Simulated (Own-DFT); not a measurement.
# Response to strain: beta-Si3N4, 112 atoms (N64Si48)

Everything here is calculated. The program is Own-DFT (plane waves, in-house, since retired, never reviewed by a person); positions were held fixed, and spin and spin-orbit coupling were off.

Common settings: PBE; PseudoDojo norm-conserving scalar-relativistic files; cutoff 42 hartree; 2 x 2 x 4 k mesh centred on Gamma; Fermi-Dirac smearing of 0.1 eV.

Limits: forces on such cells moved up to 12 meV/angstrom on a denser k mesh; stress not checked against mesh or cutoff.

Unstrained cell vectors in Å: (15.212, 0.000, 0.000); (-7.606, 13.174, 0.000); (0.000, 0.000, 5.818). The unstrained cell has measured lattice constants (interpolated for alloys), not those of this functional. That, the random moves and any unrelaxed bonds set the pressure at no strain. Each run strains this cell uniformly, with the atoms carried along. All atoms carry random offsets, Gaussian with a width of 0.05 Å per axis. Strain is the symmetric tensor, in per cent. Stress is positive in tension, and the pressure is minus a third of its trace.

```
run,e_xx (%),e_yy (%),e_zz (%),e_yz (%),e_xz (%),e_xy (%),s_xx (GPa),s_yy (GPa),s_zz (GPa),s_yz (GPa),s_xz (GPa),s_xy (GPa),P (GPa),E (meV/atom)
1,1.86,-1.93,-1.27,-1.93,-0.23,1.99,-1.07,-18.96,-18.58,-5.66,0.15,8.31,12.87,53.0
2,0.09,-0.88,-0.02,1.94,1.89,1.96,-5.22,-15.50,-12.08,7.33,6.04,8.14,10.93,47.2
3,-1.55,1.42,-0.92,1.24,-1.10,0.57,-15.76,-2.75,-16.50,4.08,-4.88,1.47,11.67,39.3
4,-1.15,-0.96,1.69,-0.01,-1.53,0.68,-13.61,-11.06,-4.10,1.68,-6.65,-0.26,9.59,35.9
5,1.62,-1.74,-0.27,-1.65,-1.54,-0.07,-3.25,-13.04,-12.77,-5.69,-6.51,-1.25,9.69,30.6
6,-0.77,-1.99,-1.17,1.81,1.02,0.68,-16.76,-23.78,-20.75,8.13,0.59,2.68,20.43,72.0
7,-0.17,1.43,-1.12,-0.64,0.26,-1.21,-7.81,-1.53,-16.02,-1.83,-0.08,-4.01,8.45,23.9
8,1.69,1.02,-1.74,-0.14,0.11,-1.39,0.81,-0.77,-17.41,-0.74,-0.44,-3.92,5.79,0.0
9,-0.97,-1.68,1.26,0.22,-1.48,0.37,-13.74,-17.47,-5.13,1.40,-4.70,3.78,12.11,45.7
10,0.70,0.93,-0.13,1.13,1.05,-1.04,-3.39,-1.54,-8.58,4.19,4.70,-3.92,4.50,4.2
11,1.85,1.71,-1.71,0.92,-1.54,1.65,2.44,1.60,-20.37,1.03,-7.17,5.34,5.44,52.9
12,-0.02,-1.92,-1.99,1.20,0.38,1.73,-10.98,-20.31,-31.03,5.59,2.75,7.52,20.78,70.5
13,-0.52,0.54,0.67,-0.35,0.40,1.55,-9.75,-3.64,-6.13,0.00,-0.92,6.26,6.51,24.9
14,1.06,1.71,-1.89,0.28,0.21,-1.83,-2.58,1.89,-21.40,1.49,-0.35,-7.09,7.36,38.8
15,1.27,1.23,0.65,-1.99,1.88,-0.60,0.67,0.65,-3.74,-4.55,5.35,-2.65,0.80,30.6
16,0.29,-0.49,-0.90,-0.85,-1.39,-1.59,?,?,?,?,?,?,?,?
```

E is the free energy per atom, counted from the lowest run shown.

## What the rows give

Least squares on the runs shown: each stress against a constant and the strains, taken as fractions with shears doubled. Shear strains stay in the fit of a normal stress only where such slopes are resolved. The slopes, in GPa:

| stress | at no strain | per e_xx | per e_yy | per e_zz | scatter |
|---|---|---|---|---|---|
| s_xx | -7.9 | 527 ± 32 | 112 ± 22 | 89 ± 31 | 1.25 |
| s_yy | -7.7 | 149 ± 41 | 576 ± 29 | 140 ± 41 | 1.62 |
| s_zz | -11.0 | 130 ± 47 | 137 ± 33 | 695 ± 47 | 1.86 |

The slope of each shear stress on twice its own strain, from a fit on all six strains: yz 150 ± 8, xz 175 ± 18, xy 184 ± 18 GPa. These are stiffnesses along x, y and z of the frame in which the cell vectors are given, with the crystal's c axis along z: C11, C12, C13 and C33. Hexagonal symmetry asks that xx and yy behave alike, which is a second check on the noise. These are clamped-ion slopes: internal relaxation, where symmetry allows it, would soften some. Slopes across the diagonal should nearly agree, so their difference gauges the noise. A ninth of the table's sum, 284 ± 10 GPa, estimates the bulk modulus near the mean pressure of these runs, 9.8 GPa, so it lies above the value at zero pressure.

## Check

Q: what normal stresses and pressure should run 16 give?

The fit gives s_xx = -7.7, s_yy = -11.4, s_zz = -17.5 and P = 12.2 GPa. The run itself gave -6.40, -8.95, -19.89 and P = 11.75 GPa.
